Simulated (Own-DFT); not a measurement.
Si$_{3}$N$_{4}$ (beta silicon nitride, atoms displaced) (calculated)

All values are calculated (Own-DFT development build). A calculation, not a measurement: plane-wave PBE density functional theory by an unreviewed code, no spin, of a simulated periodic cell, stress positive in tension, free energy of the whole cell less one offset for each atom, forces on such cells passed a denser k mesh, this cell's mesh not checked; offsets are fitted by least squares, one for each functional and potential file, so energies compare only between cells with the same atoms and settings and are not formation energies; the far tail of each file's local potential was reset to the Coulomb form; each entry is a single point on an unrelaxed cell, so the pressure reflects the starting lattice, mostly measured values (interpolated for alloys), from which strain is counted, and rises with the displacements; printed positions are rounded, which can move forces by about a meV/angstrom; the program, named Own-DFT, is a retired in-house code; no spin-orbit coupling; before rounding, a Quantum ESPRESSO 7.3.1 run of the same cell and cutoff gave forces within 1 meV/angstrom rms on each cell, which checks the program and not the settings.

Settings shared by all entries: functional PBE; potential files PseudoDojo norm-conserving, scalar-relativistic, standard set; wave cutoff 42 hartree; occupations Fermi-Dirac; smearing width 0.1 eV; k mesh 3 x 3 x 3 centred on Gamma.

```json
{"entry": 1, "formula": "Si3N4", "kind": "beta silicon nitride, atoms displaced", "structure": {"cell_angstrom": [[7.606, 0.0, 0.0], [-3.803, 6.587, 0.0], [0.0, 0.0, 8.727]], "atoms_fractional": [["Si", 0.17225, 0.76601, 0.08563], ["Si", 0.22802, 0.40193, 0.08587], ["Si", 0.59911, 0.82933, 0.08123], ["Si", 0.83104, 0.22859, 0.25209], ["Si", 0.77389, 0.60232, 0.25113], ["Si", 0.40666, 0.17445, 0.25109], ["N", 0.34099, 0.03704, 0.08088], ["N", 0.97155, 0.30348, 0.08545], ["N", 0.70326, 0.67185, 0.08365], ["N", 0.67129, 0.97179, 0.25271], ["N", 0.02777, 0.69335, 0.25089], ["N", 0.29779, 0.32769, 0.25164], ["N", 0.33279, 0.66344, 0.0829], ["N", 0.66822, 0.33499, 0.24518], ["Si", 0.17547, 0.7692, 0.41786], ["Si", 0.22866, 0.39765, 0.411], ["Si", 0.59607, 0.82248, 0.41462], ["Si", 0.82816, 0.23244, 0.58458], ["Si", 0.76702, 0.59563, 0.58123], ["Si", 0.40156, 0.17257, 0.58376], ["N", 0.33269, 0.02968, 0.42067], ["N", 0.96815, 0.29771, 0.41792], ["N", 0.69632, 0.66757, 0.41815], ["N", 0.66943, 0.96864, 0.58305], ["N", 0.02989, 0.6971, 0.58017], ["N", 0.30229, 0.33303, 0.58329], ["N", 0.32913, 0.66499, 0.41535], ["N", 0.67145, 0.34032, 0.58531], ["Si", 0.1753, 0.77498, 0.74952], ["Si", 0.23285, 0.40556, 0.7521], ["Si", 0.59406, 0.8233, 0.74993], ["Si", 0.82485, 0.23118, 0.91438], ["Si", 0.77411, 0.5976, 0.91863], ["Si", 0.40483, 0.17157, 0.9129], ["N", 0.32797, 0.02588, 0.7505], ["N", 0.96853, 0.30021, 0.74941], ["N", 0.7003, 0.67254, 0.75077], ["N", 0.66342, 0.97035, 0.91527], ["N", 0.03215, 0.69816, 0.91446], ["N", 0.30331, 0.33024, 0.91621], ["N", 0.33392, 0.6721, 0.7491], ["N", 0.66254, 0.33112, 0.91835]]}, "results": {"free_energy_of_cell_above_offsets [eV]": "-7.280", "pressure [GPa]": 5.42, "stress_xx [GPa]": -5.66, "stress_yy [GPa]": -4.37, "stress_zz [GPa]": -6.22, "stress_yz [GPa]": 0.3, "stress_xz [GPa]": 0.5, "stress_xy [GPa]": 0.21, "force_element": ["Si", "Si", "Si", "Si", "Si", "Si", "N", "N", "N", "N", "N", "N", "N", "N", "Si", "Si", "Si", "Si", "Si", "Si", "N", "N", "N", "N", "N", "N", "N", "N", "Si", "Si", "Si", "Si", "Si", "Si", "N", "N", "N", "N", "N", "N", "N", "N"], "force_x [eV/angstrom]": [1.019, 0.776, -1.066, -2.067, -0.43, 1.091, -0.836, -0.304, -0.129, 0.291, 0.617, 0.605, 0.25, 0.324, 0.265, -0.904, -1.824, -1.082, 0.555, 1.277, -0.34, 0.702, 0.485, 0.164, -0.495, -0.241, 1.295, -0.525, 0.429, -0.505, -0.766, -0.571, -0.722, 0.288, -0.171, 0.846, 0.922, 0.61, -0.156, -0.699, 0.121, 0.9], "force_y [eV/angstrom]": [0.754, 0.763, -0.583, 0.899, -2.137, 0.251, -2.146, -0.716, 0.565, -0.839, 1.123, -0.647, 0.553, 0.268, -0.459, 1.87, 0.388, -0.299, 0.025, 1.073, 0.097, 0.062, 0.036, 0.208, 0.369, -0.293, -0.455, -1.79, -2.166, 1.073, 0.538, 0.364, -1.159, 0.713, 1.719, 0.153, -0.396, 0.207, 0.268, 0.005, -1.17, 0.909], "force_z [eV/angstrom]": [-0.712, -1.017, 0.577, -0.351, -0.146, -0.276, 0.886, -0.769, 0.066, -0.938, 0.127, -1.036, 0.151, 0.629, -0.23, 2.337, 0.899, -0.3, 1.123, 0.418, -1.132, -0.029, -0.802, -0.152, 0.86, -0.16, -0.203, -0.1, -0.659, -0.522, -0.337, 0.778, -0.769, 0.786, -0.615, 0.462, 0.103, 0.129, 0.801, 0.416, 0.096, -0.391]}}
{"entry": 2, "formula": "Si3N4", "kind": "beta silicon nitride, atoms displaced", "structure": {"cell_angstrom": [[7.606, 0.0, 0.0], [-3.803, 6.587, 0.0], [0.0, 0.0, 8.727]], "atoms_fractional": [["Si", 0.17314, 0.76973, 0.08353], ["Si", 0.22847, 0.40451, 0.08302], ["Si", 0.59754, 0.82508, 0.08536], ["Si", 0.82339, 0.22654, 0.25076], ["Si", 0.77315, 0.59742, 0.25072], ["Si", 0.4057, 0.17196, 0.24815], ["N", 0.33381, 0.03159, 0.08526], ["N", 0.9763, 0.30023, 0.0833], ["N", 0.69396, 0.66221, 0.08569], ["N", 0.6685, 0.96848, 0.25339], ["N", 0.03351, 0.7007, 0.2444], ["N", 0.30074, 0.33051, 0.25223], ["N", 0.33384, 0.66507, 0.08255], ["N", 0.66506, 0.33715, 0.25293], ["Si", 0.1752, 0.77062, 0.41757], ["Si", 0.23111, 0.40449, 0.41892], ["Si", 0.59498, 0.82626, 0.41497], ["Si", 0.82333, 0.22957, 0.5803], ["Si", 0.77053, 0.59596, 0.58039], ["Si", 0.41135, 0.17658, 0.58432], ["N", 0.3298, 0.029, 0.41872], ["N", 0.97162, 0.3048, 0.41535], ["N", 0.69995, 0.66882, 0.41745], ["N", 0.67259, 0.9726, 0.58337], ["N", 0.03188, 0.70165, 0.58141], ["N", 0.30436, 0.33349, 0.58415], ["N", 0.33084, 0.66713, 0.41928], ["N", 0.66871, 0.33138, 0.58214], ["Si", 0.1716, 0.77056, 0.74832], ["Si", 0.23355, 0.40539, 0.75579], ["Si", 0.59934, 0.82925, 0.75077], ["Si", 0.82697, 0.23012, 0.91459], ["Si", 0.77186, 0.59469, 0.91649], ["Si", 0.40937, 0.17223, 0.91601], ["N", 0.33279, 0.03563, 0.75097], ["N", 0.97063, 0.30128, 0.75015], ["N", 0.7018, 0.66607, 0.74691], ["N", 0.66479, 0.96126, 0.91501], ["N", 0.0318, 0.69915, 0.91513], ["N", 0.2977, 0.33206, 0.91718], ["N", 0.32856, 0.66264, 0.75223], ["N", 0.66651, 0.33707, 0.91319]]}, "results": {"free_energy_of_cell_above_offsets [eV]": "-7.365", "pressure [GPa]": 5.57, "stress_xx [GPa]": -4.43, "stress_yy [GPa]": -5.68, "stress_zz [GPa]": -6.61, "stress_yz [GPa]": 0.32, "stress_xz [GPa]": 0.35, "stress_xy [GPa]": -1.07, "force_element": ["Si", "Si", "Si", "Si", "Si", "Si", "N", "N", "N", "N", "N", "N", "N", "N", "Si", "Si", "Si", "Si", "Si", "Si", "N", "N", "N", "N", "N", "N", "N", "N", "Si", "Si", "Si", "Si", "Si", "Si", "N", "N", "N", "N", "N", "N", "N", "N"], "force_x [eV/angstrom]": [1.632, 1.686, -0.983, -0.23, -0.345, -0.423, -0.053, -2.655, 0.445, 0.206, -0.719, -0.126, -0.309, 1.382, 0.339, 0.31, -0.634, 0.971, 0.219, -0.81, 0.054, -0.354, -0.112, 0.032, -0.582, 0.027, 0.849, -0.27, 1.39, -0.58, -0.812, -0.332, -0.734, -1.119, -0.034, -0.172, -0.599, 0.379, -0.412, 1.699, 0.563, 1.217], "force_y [eV/angstrom]": [-0.206, 0.815, -0.98, 1.719, -0.572, 1.036, -0.47, -1.473, 0.62, 0.212, -0.02, -0.253, 0.769, -0.983, -0.37, 0.543, -0.964, 0.956, -0.866, 0.171, 0.531, -0.577, 0.525, -0.941, -0.071, -0.323, 0.057, 0.903, -0.129, 0.321, -2.163, 0.099, 0.184, 1.145, -1.296, -0.42, 0.78, 2.18, 0.308, -1.268, 1.571, -1.102], "force_z [eV/angstrom]": [-0.998, 0.758, -0.33, -0.279, -0.045, 1.359, -1.007, -0.005, -0.587, -1.183, 1.78, -0.463, 0.26, -0.305, -0.734, -0.21, 1.442, 0.695, 0.536, -0.43, -0.465, 0.131, -0.625, -0.237, 0.144, 0.486, -0.199, -0.052, 0.109, -1.836, -1.16, 0.361, -0.096, 0.624, -0.324, -0.486, 0.651, 1.309, 0.434, 0.827, -0.226, 0.375]}}
{"entry": 3, "formula": "Si3N4", "kind": "beta silicon nitride, atoms displaced", "structure": {"cell_angstrom": [[7.606, 0.0, 0.0], [-3.803, 6.587, 0.0], [0.0, 0.0, 8.727]], "atoms_fractional": [["Si", 0.17308, 0.76599, 0.08162], ["Si", 0.22921, 0.40475, 0.08856], ["Si", 0.59592, 0.83033, 0.08258], ["Si", 0.82441, 0.23018, 0.24729], ["Si", 0.76915, 0.59113, 0.25051], ["Si", 0.40199, 0.17147, 0.24435], ["N", 0.33035, 0.02947, 0.07952], ["N", 0.96695, 0.29942, 0.08345], ["N", 0.70459, 0.67023, 0.07958], ["N", 0.66845, 0.97184, 0.25003], ["N", 0.03568, 0.70354, 0.2498], ["N", 0.30415, 0.3356, 0.24985], ["N", 0.33306, 0.66955, 0.08455], ["N", 0.66765, 0.33335, 0.25036], ["Si", 0.16792, 0.76268, 0.41615], ["Si", 0.22859, 0.39929, 0.41802], ["Si", 0.59245, 0.82472, 0.41564], ["Si", 0.825, 0.22751, 0.58208], ["Si", 0.77065, 0.59739, 0.5863], ["Si", 0.40709, 0.17193, 0.58577], ["N", 0.33173, 0.03188, 0.41538], ["N", 0.96484, 0.30017, 0.41655], ["N", 0.7002, 0.66751, 0.41446], ["N", 0.66477, 0.96892, 0.58128], ["N", 0.02912, 0.69831, 0.58503], ["N", 0.30248, 0.33698, 0.583], ["N", 0.33308, 0.66238, 0.41461], ["N", 0.66807, 0.33565, 0.58448], ["Si", 0.17093, 0.76681, 0.74697], ["Si", 0.23334, 0.40522, 0.75003], ["Si", 0.59479, 0.8291, 0.75348], ["Si", 0.83036, 0.23307, 0.91892], ["Si", 0.77113, 0.59607, 0.91933], ["Si", 0.40316, 0.17453, 0.92025], ["N", 0.32909, 0.031, 0.74902], ["N", 0.96743, 0.30199, 0.75074], ["N", 0.69607, 0.66326, 0.75433], ["N", 0.66872, 0.97217, 0.91739], ["N", 0.03218, 0.6995, 0.91749], ["N", 0.29642, 0.33467, 0.91673], ["N", 0.33212, 0.66786, 0.74954], ["N", 0.66374, 0.3337, 0.91404]]}, "results": {"free_energy_of_cell_above_offsets [eV]": "-7.446", "pressure [GPa]": 5.39, "stress_xx [GPa]": -3.79, "stress_yy [GPa]": -4.25, "stress_zz [GPa]": -8.14, "stress_yz [GPa]": 0.1, "stress_xz [GPa]": -0.34, "stress_xy [GPa]": -0.63, "force_element": ["Si", "Si", "Si", "Si", "Si", "Si", "N", "N", "N", "N", "N", "N", "N", "N", "Si", "Si", "Si", "Si", "Si", "Si", "N", "N", "N", "N", "N", "N", "N", "N", "Si", "Si", "Si", "Si", "Si", "Si", "N", "N", "N", "N", "N", "N", "N", "N"], "force_x [eV/angstrom]": [0.324, -0.141, 0.192, -0.544, -0.097, 0.79, -0.305, 0.908, -1.121, 0.229, -1.306, 0.272, 0.748, -0.462, 1.725, -0.615, -0.016, -1.04, -0.717, -0.149, -0.368, 1.101, -0.175, 0.427, -0.242, 1.057, -0.824, 0.17, 0.969, -1.122, -0.104, -1.799, 0.316, 0.069, -0.28, 0.847, -0.705, 0.269, -0.381, 0.963, 0.302, 0.835], "force_y [eV/angstrom]": [0.387, 1.16, -1.239, 0.274, 0.514, 0.527, -0.484, 0.32, 0.854, -0.462, -0.712, -0.904, -0.548, -0.528, 1.052, 1.115, -0.563, 0.802, -1.002, 1.12, -0.738, 0.102, 0.581, -0.323, 0.123, -1.326, 0.142, -0.353, 0.41, 0.848, -1.077, 0.245, -0.989, 0.902, -0.45, -0.093, 1.279, 0.27, -0.092, -0.974, 0.047, -0.217], "force_z [eV/angstrom]": [0.237, -1.438, 0.333, 0.989, -0.541, 1.471, 0.777, 0.489, 1.772, -0.206, -0.467, 0.175, -0.029, -0.327, 0.404, -0.233, -0.05, 0.637, -0.442, -1.044, -0.016, -0.537, 0.681, 0.683, -0.792, 0.37, 0.125, -0.085, 1.145, -0.168, -0.981, -1.154, -0.882, -1.85, 0.868, -0.342, -0.674, 0.111, -0.572, 0.998, 0.051, 0.509]}}
{"entry": 4, "formula": "Si3N4", "kind": "beta silicon nitride, atoms displaced", "structure": {"cell_angstrom": [[7.606, 0.0, 0.0], [-3.803, 6.587, 0.0], [0.0, 0.0, 8.727]], "atoms_fractional": [["Si", 0.17637, 0.77569, 0.08636], ["Si", 0.23034, 0.39891, 0.0845], ["Si", 0.59652, 0.82485, 0.08193], ["Si", 0.82877, 0.2366, 0.25179], ["Si", 0.76847, 0.59432, 0.2497], ["Si", 0.40137, 0.17465, 0.24836], ["N", 0.33122, 0.02997, 0.08424], ["N", 0.96928, 0.29865, 0.08522], ["N", 0.70111, 0.66833, 0.08006], ["N", 0.66715, 0.96469, 0.24723], ["N", 0.03667, 0.70519, 0.25128], ["N", 0.30046, 0.33563, 0.2499], ["N", 0.3305, 0.66402, 0.08587], ["N", 0.66451, 0.33501, 0.24884], ["Si", 0.16993, 0.77052, 0.41562], ["Si", 0.23154, 0.40238, 0.41912], ["Si", 0.59823, 0.82965, 0.41558], ["Si", 0.82275, 0.22566, 0.58729], ["Si", 0.77178, 0.59699, 0.58372], ["Si", 0.39902, 0.17178, 0.5853], ["N", 0.32483, 0.02789, 0.41609], ["N", 0.96656, 0.29754, 0.41667], ["N", 0.6965, 0.65824, 0.41777], ["N", 0.67036, 0.96894, 0.58217], ["N", 0.02932, 0.69349, 0.58411], ["N", 0.29308, 0.32792, 0.58204], ["N", 0.33106, 0.66315, 0.41427], ["N", 0.66642, 0.33226, 0.5805], ["Si", 0.17418, 0.77043, 0.74625], ["Si", 0.22759, 0.40172, 0.75085], ["Si", 0.59562, 0.82453, 0.75069], ["Si", 0.82668, 0.23348, 0.91752], ["Si", 0.77043, 0.60191, 0.92071], ["Si", 0.40314, 0.17002, 0.92077], ["N", 0.3334, 0.03184, 0.74956], ["N", 0.9682, 0.30114, 0.74696], ["N", 0.70273, 0.66586, 0.7491], ["N", 0.66666, 0.96731, 0.91472], ["N", 0.02829, 0.69689, 0.91629], ["N", 0.30027, 0.33754, 0.91447], ["N", 0.33891, 0.67261, 0.75364], ["N", 0.66041, 0.32778, 0.91831]]}, "results": {"free_energy_of_cell_above_offsets [eV]": "-7.008", "pressure [GPa]": 5.77, "stress_xx [GPa]": -3.78, "stress_yy [GPa]": -4.17, "stress_zz [GPa]": -9.36, "stress_yz [GPa]": -0.34, "stress_xz [GPa]": -0.56, "stress_xy [GPa]": -0.44, "force_element": ["Si", "Si", "Si", "Si", "Si", "Si", "N", "N", "N", "N", "N", "N", "N", "N", "Si", "Si", "Si", "Si", "Si", "Si", "N", "N", "N", "N", "N", "N", "N", "N", "Si", "Si", "Si", "Si", "Si", "Si", "N", "N", "N", "N", "N", "N", "N", "N"], "force_x [eV/angstrom]": [1.053, -1.345, -1.399, -0.863, 0.543, 0.723, -0.449, 0.099, -0.682, 0.367, -2.137, 1.114, 0.325, 0.33, 2.038, -1.51, -0.573, -0.912, 0.198, 1.291, -0.121, 0.603, -1.223, 0.242, -0.011, 0.845, 0.02, -0.508, 0.849, -0.385, 0.178, -0.668, 1.184, -0.171, -0.629, 0.329, -1.057, 0.557, 0.539, 1.521, -0.825, 0.519], "force_y [eV/angstrom]": [-2.232, 2.11, -0.685, -1.111, -0.101, 0.534, 0.498, -0.158, 0.684, 1.616, -0.824, -1.264, 0.368, -0.599, -0.906, 1.238, -1.92, 1.11, -1.796, 1.072, 0.925, 0.053, 1.68, -0.584, 0.617, -0.659, 0.884, -0.363, -0.524, 1.912, -0.352, -0.27, -2.42, 1.264, -0.488, -0.088, 0.98, 0.882, 0.8, -1.761, -1.52, 1.398], "force_z [eV/angstrom]": [-1.17, -0.483, -0.126, -0.329, -0.005, 1.049, 0.199, -0.428, 1.858, 0.422, -0.673, 0.309, -0.225, -0.093, 0.878, -0.928, -0.114, -1.613, 0.051, -0.835, 0.078, 0.639, -0.413, 0.442, -0.552, 1.082, 0.43, 0.325, 1.312, -0.704, -0.525, -0.068, -2.034, -1.517, 0.622, 1.406, 0.447, 0.433, 0.291, 0.873, -0.423, 0.111]}}
```
